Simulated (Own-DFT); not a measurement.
# Point defects and the pressure they add: zincblende GaP

Source: density functional calculations with Own-DFT, an unreviewed in-house program that is no longer used. Nothing was measured or relaxed, and spin and spin-orbit coupling are left out.

All runs used: PBE; PseudoDojo norm-conserving scalar-relativistic files; cutoff 42 hartree; 3 x 3 x 3 k mesh centred on Gamma; Fermi-Dirac smearing of 0.1 eV.

Limits (not all hold for every row): not probed for a lower state with spin; forces on such cells failed a check on a denser k mesh; forces on such cells passed a denser k mesh, each cell not checked; stress not checked against mesh or cutoff.

All runs share one cell, with vectors in Å (10.901, 0.000, 0.000); (0.000, 10.901, 0.000); (0.000, 0.000, 10.901) and a volume of 1295.4 Å³. Atoms were moved at random from their sites; u is the rms move along one axis. The defect's site can differ from row to row.

```
cell,formula,u (Å),P (GPa)
no defect,Ga32P32,0.0200,2.70
no defect,Ga32P32,0.0212,2.70
no defect,Ga32P32,0.0495,3.27
one Al on a Ga site,AlGa31P32,0.0305,2.90
one Al on a Ga site,AlGa31P32,0.0512,3.24
one Al on a Ga site,AlGa31P32,0.0529,3.35
one As on a P site,AsGa32P31,0.0287,3.19
one As on a P site,AsGa32P31,0.0470,3.52
one As on a P site,AsGa32P31,0.0481,3.48
one Ga on a P site,Ga33P31,0.0294,3.30
one Ga on a P site,Ga33P31,0.0318,3.33
one Ga on a P site,Ga33P31,0.0514,3.69
one Ga on a P site and one P on a Ga site,Ga32P32,0.0286,2.92
one Ga on a P site and one P on a Ga site,Ga32P32,0.0306,3.06
one Ga on a P site and one P on a Ga site,Ga32P32,0.0502,?
one Ga on a P site and one P on a Ga site,Ga32P32,0.0508,3.44
```

## Worked fit

P = P0 + c u² + a shift for each defect gives P0 = 2.62 GPa, c = 246 ± 14 GPa/Å² and a scatter of 0.04 GPa. The shifts, and each times the cell's volume:

- one Ga on a P site: 0.45 ± 0.04 GPa, 3.6 eV
- one As on a P site: 0.34 ± 0.04 GPa, 2.7 eV
- one Ga on a P site and one P on a Ga site: 0.16 ± 0.04 GPa, 1.3 eV
- one Al on a Ga site: 0.02 ± 0.04 GPa, 0.2 eV (not resolved)

Positive is outwards. The product with the volume (160.2 GPa Å³ to the eV) is nearly free of the cell's size; divided by the bulk modulus at the cell's pressure it gives the volume that the defect adds. The atoms around the defects weren't relaxed, which would change these numbers.

## Test on the hidden row

The question: what pressure belongs in the blank (one Ga on a P site and one P on a Ga site, u = 0.0502 Å)?

From the fit: 3.40 ± 0.05 GPa. DFT gave 3.40 GPa.
